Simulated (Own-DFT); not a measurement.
# Misfit strain and the stress it brings: wurtzite AlN, 72 atoms (Al36N36)

Everything here is calculated. The program is Own-DFT (plane waves, in-house, since retired, never reviewed by a person); positions were held fixed, and spin and spin-orbit coupling were off.

Method: PBE; PseudoDojo norm-conserving scalar-relativistic files; cutoff 42 hartree; 4 x 4 x 3 k mesh centred on Gamma; Gaussian smearing of 0.01 eV.

Caveats: k mesh not checked against a denser one; stress not checked against mesh or cutoff.

Unstrained cell vectors in Å: (9.336, 0.000, 0.000); (-4.668, 8.085, 0.000); (0.000, 0.000, 9.964). The unstrained cell has measured lattice constants (interpolated for alloys), not those of this functional. That, the random moves and any unrelaxed bonds set the pressure at no strain. Each run strains x and y alike by e, as a substrate would, and holds the height along z. Each coordinate of each atom was shifted by a normal deviate of width 0.05 Å. Stress is positive in tension.

| e (%) | u (Å) | (s_xx + s_yy)/2 (GPa) | s_zz (GPa) |
|---|---|---|---|
| -2.75 | 0.050 | -24.67 | -10.23 |
| -2.50 | 0.053 | -23.38 | -9.47 |
| -2.25 | 0.049 | -20.14 | -9.07 |
| -2.00 | 0.051 | -20.05 | -6.25 |
| -1.75 | 0.052 | ? | ? |
| -0.50 | 0.045 | -8.05 | -6.19 |
| 0.75 | 0.050 | -1.10 | -4.95 |
| 1.25 | 0.055 | 0.75 | -4.88 |
| 2.75 | 0.049 | 7.98 | -1.30 |
| 3.00 | 0.050 | 9.67 | -3.30 |

## Working it out

With e as a fraction, the in-plane stress is -5.6 + 603 e - 3567 e² GPa (errors 11 and 769, scatter 0.71), and s_zz is -5.9 + 123 e GPa (slope ± 17, scatter 1.12). At e = 0 the first slope is C11 + C12 and the second 2 C13, both with the ions held to the strained lattice and at the cell's own pressure. The term in e² is negative: the layer stiffens under compression and softens under tension. A free layer would change its height as e changes, and the in-plane slope would drop by 2 C13²/C33 to the biaxial modulus. At fixed height, a misfit of 1 % moves the in-plane stress by about 6.0 GPa and s_zz by 1.2 GPa.

## The run left out

Q: what are the two stresses at e = -1.75 %?

The fitted form gives -17.3 and -8.0 GPa. Computed: -16.93 and -8.18 GPa.
